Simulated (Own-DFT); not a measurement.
Hf$_{36}$O$_{71}$ (tetragonal hafnia with one neutral oxygen vacancy, atoms displaced) (calculated)

A calculation, not a measurement: plane-wave PBE and HSE06 DFT by an unreviewed code, no spin, of a simulated cell at Gamma alone, so results move with cell size and shape, stress positive in tension, energies less offsets, not probed for a lower state with spin; hafnium file: forces about 75 meV/angstrom off all-electron values; oxygen file: force components 24 meV/angstrom off all-electron in a glass; k mesh not checked against a denser one; forces and stress are PBE's, HSE06 gives the energy alone, and its difference from PBE has offsets of its own; offsets are fitted by least squares, one for each functional and potential file, so energies compare only between cells with the same atoms and settings and are not formation energies; the far tail of each file's local potential was reset to the Coulomb form; each entry is a single point on an unrelaxed cell, so the pressure reflects the starting lattice, taken from the Materials Project, from which strain is counted, and rises with the displacements; printed positions are rounded, which can move forces by about a meV/angstrom; the program is a retired in-house code; no spin-orbit coupling. Program: Own-DFT development build.

### Hf$_{36}$O$_{71}$ (tetragonal hafnia with one neutral oxygen vacancy, atoms displaced)

```
Hf36O71
1.0
     10.7800     0.0000     0.0000
      0.0000    10.7800     0.0000
      0.0000     0.0000    10.4493
Hf O Hf O Hf O Hf O Hf O Hf O Hf O Hf O Hf O Hf O Hf O Hf O Hf O Hf O Hf O Hf O Hf O Hf O
2 4 2 4 2 4 2 4 2 4 2 4 2 4 2 4 2 4 2 4 2 4 2 4 2 3 2 4 2 4 2 4 2 4 2 4
Direct
  0.00631 0.98767 0.99439
  0.16067 0.17833 0.25339
  0.01671 0.16730 0.14816
  0.17158 0.00260 0.35648
  0.99999 0.17255 0.40503
  0.16763 0.98886 0.10769
  0.00628 0.00343 0.50428
  0.16951 0.17450 0.75385
  0.99609 0.15965 0.65354
  0.17439 0.98912 0.84898
  0.99306 0.16861 0.90819
  0.17307 0.99403 0.59416
  0.00690 0.33085 0.99919
  0.17192 0.51076 0.25478
  0.00263 0.50750 0.16053
  0.15085 0.32109 0.35807
  0.00754 0.50070 0.40564
  0.15723 0.33208 0.10025
  0.99988 0.32698 0.48600
  0.16705 0.50705 0.74661
  0.00571 0.50279 0.65206
  0.16712 0.32907 0.84001
  0.00114 0.49549 0.90351
  0.17328 0.33875 0.60022
  0.99983 0.65774 0.01316
  0.16185 0.83159 0.26298
  0.00265 0.82517 0.15129
  0.15724 0.65522 0.34394
  0.00120 0.83248 0.41099
  0.16197 0.67397 0.09900
  0.99660 0.65408 0.50780
  0.16223 0.81313 0.74824
  0.00527 0.83953 0.65535
  0.15864 0.66133 0.84524
  0.00006 0.83116 0.88978
  0.16647 0.66429 0.59748
  0.34377 0.99744 0.98868
  0.49038 0.15430 0.25637
  0.33296 0.16365 0.15604
  0.49764 0.00632 0.34843
  0.34945 0.16991 0.40669
  0.48997 0.99055 0.09977
  0.33659 0.00630 0.50313
  0.50248 0.16608 0.74697
  0.33484 0.16389 0.64625
  0.50107 0.01212 0.84236
  0.32970 0.16602 0.90645
  0.49444 0.99357 0.60136
  0.33452 0.33278 0.99762
  0.49738 0.49822 0.23912
  0.33470 0.50682 0.15158
  0.50736 0.34295 0.35224
  0.33823 0.47900 0.40630
  0.50153 0.33327 0.10090
  0.33923 0.33394 0.50201
  0.50581 0.51318 0.74926
  0.33445 0.49538 0.66253
  0.50593 0.33789 0.85546
  0.32824 0.49675 0.91476
  0.50610 0.33104 0.59238
  0.34248 0.66237 0.00012
  0.50935 0.83511 0.22696
  0.32189 0.83462 0.15623
  0.49043 0.67969 0.35123
  0.34575 0.81711 0.41731
  0.49952 0.66538 0.09474
  0.33805 0.65756 0.49978
  0.50224 0.83985 0.73580
  0.32149 0.82442 0.65418
  0.50348 0.65750 0.84468
  0.32969 0.82621 0.89671
  0.50218 0.66978 0.58695
  0.65594 0.98652 0.00358
  0.82522 0.16282 0.25741
  0.85146 0.99302 0.34126
  0.65814 0.17802 0.40405
  0.83942 0.99932 0.09256
  0.67096 0.99878 0.50856
  0.83931 0.16911 0.74881
  0.66425 0.16777 0.66283
  0.84578 0.99852 0.85207
  0.67169 0.16196 0.90422
  0.83587 0.99974 0.59273
  0.66831 0.32916 0.00753
  0.83037 0.50808 0.25096
  0.66542 0.49567 0.14750
  0.82558 0.31521 0.35022
  0.66755 0.50859 0.40656
  0.83429 0.32391 0.09343
  0.67793 0.33511 0.50483
  0.82945 0.48901 0.73965
  0.66888 0.49725 0.64850
  0.83290 0.33037 0.84213
  0.66150 0.50287 0.89613
  0.83103 0.34526 0.59455
  0.66294 0.66498 0.00559
  0.83220 0.84313 0.24113
  0.66430 0.83258 0.15417
  0.83068 0.66878 0.34051
  0.66730 0.84038 0.40029
  0.83804 0.66253 0.09229
  0.67347 0.65780 0.50941
  0.84008 0.84055 0.74860
  0.65082 0.82897 0.64471
  0.84045 0.67076 0.84500
  0.67056 0.83099 0.90429
  0.83604 0.65730 0.59810
```

| Property | Result |
| --- | --- |
| first functional | PBE |
| second functional | HSE06 |
| exact exchange share | 0.25 |
| screening | 0.11 1/bohr |
| exchange divergence | Gygi-Baldereschi |
| potential files | PseudoDojo norm-conserving, scalar-relativistic, made for PBE, standard set |
| wave cutoff | 48 hartree |
| occupations | fixed |
| k mesh | 1 x 1 x 1 centred on Gamma |
| PBE energy of cell above offsets | -88.923 eV |
| HSE06 less PBE above offsets | 0.446 eV |
| PBE pressure | 6.01 GPa |
| PBE stress xx | -7.1 GPa |
| PBE stress yy | -4.98 GPa |
| PBE stress zz | -5.94 GPa |
| PBE stress yz | -2.3 GPa |
| PBE stress xz | -0.45 GPa |
| PBE stress xy | 0.21 GPa |

Force:
```
element  x (eV/Å)  y (eV/Å)  z (eV/Å)
     Hf     1.612      1.05     0.586
     Hf     1.465     -3.84    -1.676
      O    -3.289    -0.208     0.628
      O     -0.15     0.199    -0.325
      O    -0.592    -3.398    -0.849
      O    -0.043     0.168    -1.515
     Hf     1.804    -1.302    -0.613
     Hf     0.178    -3.099    -1.201
      O     1.364     0.642    -0.595
      O    -0.476     1.586    -0.331
      O     0.699     -0.76    -1.149
      O     -0.83     0.864     0.337
     Hf    -1.607    -0.491    -0.085
     Hf     -0.75    -3.705    -1.859
      O    -0.786    -0.247     0.049
      O     1.194     3.575    -0.058
      O    -1.403    -1.234    -0.742
      O     3.285     0.866     0.256
     Hf     1.507      2.29      2.81
     Hf    -0.393    -2.035     0.182
      O    -1.385    -0.062    -0.099
      O     0.076      1.87     1.706
      O     0.034    -0.043     0.331
      O    -1.473    -0.832    -0.386
     Hf     0.935      0.48    -3.099
     Hf     0.628     1.869     -1.27
      O    -1.247     0.336     0.356
      O     0.806      3.12     2.186
      O     0.387    -0.779    -0.158
      O     2.157    -1.223      0.11
     Hf     1.402     1.854    -0.829
     Hf     0.801     3.375     0.614
      O    -1.969     -0.17    -1.162
      O     0.514    -0.722     1.462
      O    -0.136    -0.755     1.387
      O    -0.281    -0.592    -0.114
     Hf     -5.48    -0.979     0.455
     Hf     0.923     4.122    -0.275
      O    -0.445     0.505    -0.407
      O     0.306    -3.434     0.516
      O    -0.475     0.213    -0.492
      O     2.203     0.219    -0.007
     Hf    -1.917    -1.535    -1.181
     Hf    -0.966     3.464     0.211
      O    -0.042    -0.082     1.228
      O    -0.032    -3.265     1.624
      O     0.066     0.558    -0.796
      O     1.858     0.193     0.431
     Hf      0.28    -0.988     0.995
     Hf     0.662    -0.854     3.292
      O    -0.586    -0.094     0.116
      O    -0.058    -0.436    -1.716
      O    -1.292      4.73    -2.271
      O    -0.499      0.08    -0.088
     Hf     0.683    -2.793     2.042
     Hf    -0.207    -4.591    -0.819
      O     1.016     0.778    -0.454
      O    -0.822     -0.68    -1.008
      O    -0.068     0.732    -1.103
      O     0.006    -0.046     0.979
     Hf     -3.46     1.377    -0.219
     Hf    -6.317    -0.714     6.569
      O     2.542    -0.969    -0.049
      O     1.132    -2.594    -2.461
      O    -2.087     2.945    -0.666
      O      0.93     0.708     0.836
     Hf     0.048     0.856    -0.286
     Hf    -4.172    -0.581     1.524
      O     2.968    -0.159      0.13
      O    -0.557     4.006     1.552
      O     1.554    -0.176      0.96
      O     0.056     -1.01     2.187
     Hf     2.773     3.661    -0.839
     Hf     0.562    -1.258    -2.865
      O    -0.786     2.141     0.915
      O     1.026    -3.372      0.24
      O    -1.716     -0.58      0.58
     Hf    -1.721    -0.205    -1.954
     Hf    -0.796    -1.213     2.432
      O     1.723    -0.483    -1.531
      O    -0.936     0.183    -1.588
      O    -0.331    -0.489     1.657
      O    -0.972    -0.285     0.724
     Hf    -0.631    -0.205    -1.901
     Hf     0.309    -0.805    -0.264
      O     0.764      0.81     0.183
      O     0.856     4.034     0.485
      O     0.966    -1.603    -1.031
      O     0.176    -0.009     0.896
     Hf    -4.388     0.387    -2.231
     Hf     1.931     1.992     2.789
      O    -0.989     0.816    -0.295
      O     -0.32     0.579    -0.158
      O      0.97     0.022     0.969
      O     2.648    -0.642     1.105
     Hf     2.574    -1.576    -2.844
     Hf     1.834    -1.122      1.06
      O     3.116    -0.277    -3.044
      O     0.176     0.262     0.332
      O      0.61      0.02     0.255
      O    -3.123    -0.153     1.409
     Hf    -1.175     2.347    -2.361
     Hf     0.856    -1.345     1.538
      O     4.377     0.584    -0.192
      O    -0.747    -0.554    -0.834
      O    -0.977    -0.378    -0.306
      O    -0.438     0.566     0.442
```
